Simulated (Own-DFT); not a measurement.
# Response to strain: grey tin, 32 atoms (Sn32)

Calculated results; nothing here was measured. They come from Own-DFT, an in-house plane-wave density functional program, since retired, whose code no person has reviewed. Each row is one single-point run on a periodic cell that was not relaxed, without spin or spin-orbit coupling.

Settings of every run: PBE; PseudoDojo norm-conserving scalar-relativistic files; cutoff 42 hartree; 3 x 3 x 5 k mesh centred on Gamma; cold (Marzari-Vanderbilt) smearing of 0.2 eV.

Known limits: forces on such cells failed a check on a denser k mesh; stress not checked against mesh or cutoff.

Unstrained cell vectors in Å: (12.978, 0.000, 0.000); (0.000, 12.978, 0.000); (0.000, 0.000, 6.489). The unstrained cell has measured lattice constants (interpolated for alloys), not those of this functional. That, the random moves and any unrelaxed bonds set the pressure at no strain. Each run strains this cell uniformly, with the atoms carried along. Every atom was also moved at random, by a Gaussian of width 0.05 Å on each axis. Strain is the symmetric tensor, in per cent. Stress is positive in tension, and the pressure is minus a third of its trace.

| run | e_xx (%) | e_yy (%) | e_zz (%) | e_yz (%) | e_xz (%) | e_xy (%) | s_xx (GPa) | s_yy (GPa) | s_zz (GPa) | s_yz (GPa) | s_xz (GPa) | s_xy (GPa) | P (GPa) | E (meV/atom) |
|---|---|---|---|---|---|---|---|---|---|---|---|---|---|---|
| 1 | 1.18 | 0.59 | 1.73 | -1.64 | -1.95 | -0.37 | -2.03 | -2.16 | -1.91 | -1.48 | -1.54 | -0.37 | 2.03 | 1.9 |
| 2 | -1.97 | 0.08 | -0.06 | 0.56 | 1.60 | -1.09 | -5.06 | -4.71 | -4.73 | 0.24 | 1.34 | -1.81 | 4.83 | 45.2 |
| 3 | -0.53 | 0.99 | -0.22 | -1.59 | 1.68 | -1.30 | -3.85 | -3.33 | -3.81 | -1.25 | 2.52 | -1.02 | 3.66 | 23.7 |
| 4 | 1.60 | -0.22 | -0.20 | -1.94 | 1.61 | 0.21 | -2.77 | -3.42 | -3.35 | -2.13 | 1.56 | -0.30 | 3.18 | 17.6 |
| 5 | -1.75 | 1.54 | -0.50 | -0.69 | 1.21 | -1.80 | -4.82 | -3.75 | -4.47 | -0.64 | 1.24 | -2.62 | 4.35 | 46.7 |
| 6 | 1.86 | 1.41 | 0.90 | -0.26 | 1.63 | -0.62 | -1.65 | -1.72 | -1.94 | 0.42 | 1.88 | -0.80 | 1.77 | 0.0 |
| 7 | 1.85 | 0.53 | -1.77 | -1.56 | -1.83 | -0.96 | -3.01 | -3.47 | -4.06 | -2.14 | -1.69 | -1.85 | 3.51 | 25.9 |
| 8 | 1.80 | -1.50 | -0.81 | -1.50 | -0.30 | 1.75 | -3.39 | -4.31 | -4.11 | -0.97 | -0.07 | 2.12 | 3.94 | 22.5 |
| 9 | -0.38 | 0.07 | -0.80 | -0.27 | 0.97 | -1.36 | -4.40 | -4.43 | -4.78 | 0.21 | 0.82 | -1.96 | 4.53 | 50.3 |
| 10 | -1.13 | -1.22 | -0.40 | 1.93 | -0.93 | -0.32 | -5.27 | -5.29 | -5.19 | 2.14 | -0.69 | -0.70 | 5.25 | 44.2 |
| 11 | -0.73 | -0.72 | 0.10 | -0.57 | 0.83 | 1.83 | -4.59 | -4.55 | -4.38 | -0.02 | 0.48 | 2.34 | 4.51 | 39.8 |
| 12 | 1.31 | 1.81 | -1.11 | -0.98 | 0.96 | -0.33 | -2.62 | -2.40 | -3.22 | -0.56 | 2.06 | -0.75 | 2.75 | 12.3 |
| 13 | 0.90 | -1.86 | -0.16 | 1.60 | -1.53 | -0.56 | -3.89 | -4.78 | -4.36 | 1.32 | -0.93 | -0.93 | 4.34 | 37.3 |
| 14 | -1.32 | -1.16 | 0.42 | 1.84 | 1.11 | -0.86 | -5.18 | -5.15 | -4.84 | 2.36 | 1.68 | -1.05 | 5.06 | 57.2 |
| 15 | 1.40 | 1.72 | 0.31 | 1.55 | -0.80 | 1.14 | -1.98 | -1.94 | -2.33 | 1.35 | -1.03 | 1.08 | 2.08 | 0.7 |
| 16 | -0.77 | -0.96 | -1.69 | 0.48 | 0.85 | 1.80 | -5.69 | -5.73 | -5.83 | 0.68 | 0.76 | 2.68 | 5.75 | 58.9 |
| 17 | -1.48 | 0.36 | 1.87 | 1.70 | 1.02 | 1.91 | -3.81 | -3.44 | -2.83 | 1.41 | 0.74 | 1.13 | 3.36 | 23.6 |
| 18 | 0.46 | 1.91 | 1.49 | 0.39 | 0.54 | -0.32 | ? | ? | ? | ? | ? | ? | ? | ? |

E is the free energy for each atom above the lowest run shown.

## Worked fit

Each stress component was fitted by least squares to a constant and the strains of the runs shown, as fractions, with shears doubled. Shear strains stay in the fit of a normal stress only where such slopes are resolved. The slopes, in GPa:

| stress | at no strain | per e_xx | per e_yy | per e_zz | scatter |
|---|---|---|---|---|---|
| s_xx | -3.8 | 73 ± 2 | 38 ± 2 | 45 ± 3 | 0.11 |
| s_yy | -3.8 | 45 ± 2 | 69 ± 2 | 44 ± 2 | 0.09 |
| s_zz | -3.9 | 46 ± 2 | 41 ± 3 | 72 ± 3 | 0.12 |

Each shear stress against twice its own strain: yz 48 ± 5, xz 51 ± 5, xy 61 ± 6 GPa. These are stiffnesses along x, y and z of the frame in which the cell vectors are given, which need not be the crystal's axes. The atoms are held to the strained lattice; where symmetry lets them move under strain, relaxing them would lower some slopes. The table should be nearly symmetric about its diagonal, and what it lacks of that shows the noise. A ninth of its sum, 52 ± 1 GPa, estimates the bulk modulus near the mean pressure of these runs, 3.8 GPa, so it lies above the value at zero pressure.

## Withheld run

Question: what normal stresses and pressure should run 18 give?

The fit gives s_xx = -2.1, s_yy = -1.7, s_zz = -1.8 and P = 1.8 GPa. The calculation gave -1.97, -1.62, -1.72 and P = 1.77 GPa.
